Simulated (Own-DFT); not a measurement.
# What a defect does to the pressure of its cell: C11b WSi2

The numbers are computed, not measured, by runs of the plane-wave DFT program Own-DFT (in-house, retired, unreviewed) at fixed positions, with no spin and no spin-orbit coupling.

Settings: PBE; PseudoDojo norm-conserving scalar-relativistic files; cutoff 50 hartree; 5 x 5 x 5 k mesh centred on Gamma; cold (Marzari-Vanderbilt) smearing of 0.2 eV.

Known weak points: forces on such cells failed a check on a denser k mesh; stress not checked against mesh or cutoff.

All runs share one cell, with vectors in Å (-2.148, -5.953, 3.409); (-6.444, 2.976, 1.136); (-2.553, -2.948, -6.757) and a volume of 403.2 Å³. The atoms are randomly displaced, by u rms on each axis. The defect's site can differ from row to row.

| cell | formula | u (Å) | P (GPa) |
|---|---|---|---|
| no defect | Si20W10 | 0.0188 | 4.63 |
| no defect | Si20W10 | 0.0426 | 5.27 |
| no defect | Si20W10 | 0.0509 | 6.40 |
| one Si vacancy | Si19W10 | 0.0283 | 3.15 |
| one Si vacancy | Si19W10 | 0.0305 | 3.20 |
| one Si vacancy | Si19W10 | 0.0474 | 3.81 |
| one Si on a W site | Si21W9 | 0.0301 | ? |
| one Si on a W site | Si21W9 | 0.0302 | 6.33 |
| one Si on a W site | Si21W9 | 0.0492 | 6.60 |
| one Si on a W site | Si21W9 | 0.0530 | 7.41 |
| one W on a Si site | Si19W11 | 0.0304 | 10.16 |
| one W on a Si site | Si19W11 | 0.0528 | 11.23 |
| one W on a Si site | Si19W11 | 0.0548 | 11.82 |

## Fit

P = P0 + c u² + a shift for each defect gives P0 = 4.44 GPa, c = 625 ± 101 GPa/Å² and a scatter of 0.30 GPa. The shifts, and each times the cell's volume:

- one W on a Si site: 5.23 ± 0.25 GPa, 13.2 eV
- one Si on a W site: 1.06 ± 0.25 GPa, 2.7 eV
- one Si vacancy: -1.88 ± 0.24 GPa, -4.7 eV

A positive shift means that the defect pushes the cell outwards. Shift times volume (160.2 GPa Å³ is 1 eV) depends little on the cell's size, so, taken for each site, it can be compared between cells at like pressure. The atoms around the defects weren't relaxed, which would change these numbers.

## The run left out

Asked: what pressure belongs in the blank (one Si on a W site, u = 0.0301 Å)?

The fitted form gives 6.07 ± 0.36 GPa. The hidden result is 6.09 GPa.
